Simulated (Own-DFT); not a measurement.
# A change of arrangement and its cost: As32Ga32, 64 atoms

All numbers below are calculated, not measured. They come from Own-DFT, an in-house plane-wave density functional program, since retired, whose code no person has reviewed. Each row is one single-point run on a periodic cell that was not relaxed, without spin or spin-orbit coupling.

Settings of every run: PBE; PseudoDojo norm-conserving scalar-relativistic files; cutoff 42 hartree; 3 x 3 x 3 k mesh centred on Gamma; Fermi-Dirac smearing of 0.1 eV.

Known limits, some of them of some rows only: not probed for a lower state with spin; forces on such cells failed a check on a denser k mesh; forces not confirmed at this smearing and k mesh; stress not checked against mesh or cutoff.

All cells hold the same atoms in the same cell, with vectors in Å (11.307, 0.000, 0.000); (0.000, 11.307, 0.000); (0.000, 0.000, 11.307). Every atom was moved at random from its ideal site; u is the rms move along one axis. The defect's site can differ from row to row. E is the free energy of the cell above the lowest run. The arrangements:

- A: zincblende GaAs
- B: zincblende GaAs, with one As on a Ga site and one Ga on an As site, 2.4 Å apart

| arrangement | u (Å) | E (eV) | P (GPa) |
|---|---|---|---|
| A | 0.0201 | 0.000 | 3.52 |
| A | 0.0202 | 0.009 | 3.52 |
| A | 0.0216 | 0.056 | 3.53 |
| A | 0.0485 | 1.525 | 3.82 |
| A | 0.0524 | 1.928 | 3.89 |
| A | 0.0542 | 2.832 | 4.14 |
| B | 0.0300 | 3.046 | 3.91 |
| B | 0.0306 | 3.060 | 3.92 |
| B | 0.0309 | 3.162 | 3.95 |
| B | 0.0487 | 4.732 | 4.30 |
| B | 0.0509 | 4.746 | 4.31 |
| B | 0.0531 | 4.740 | 4.29 |

Question: once the cost of the random moves is taken out, how do the arrangements rank?

## Worked answer

Fit E = a + b u², with one b for all and one a for each arrangement, and with residuals divided by u², since the noise grows with the moves. Then b = 941 eV/Å², the scatter at u = 0.04 Å is 0.14 eV, and against A:

- B: 2.61 ± 0.06 eV (higher)

These are energies of unrelaxed cells. Relaxing the atoms lowers the strained arrangements most, so the gaps would shrink and small ones could change sign.
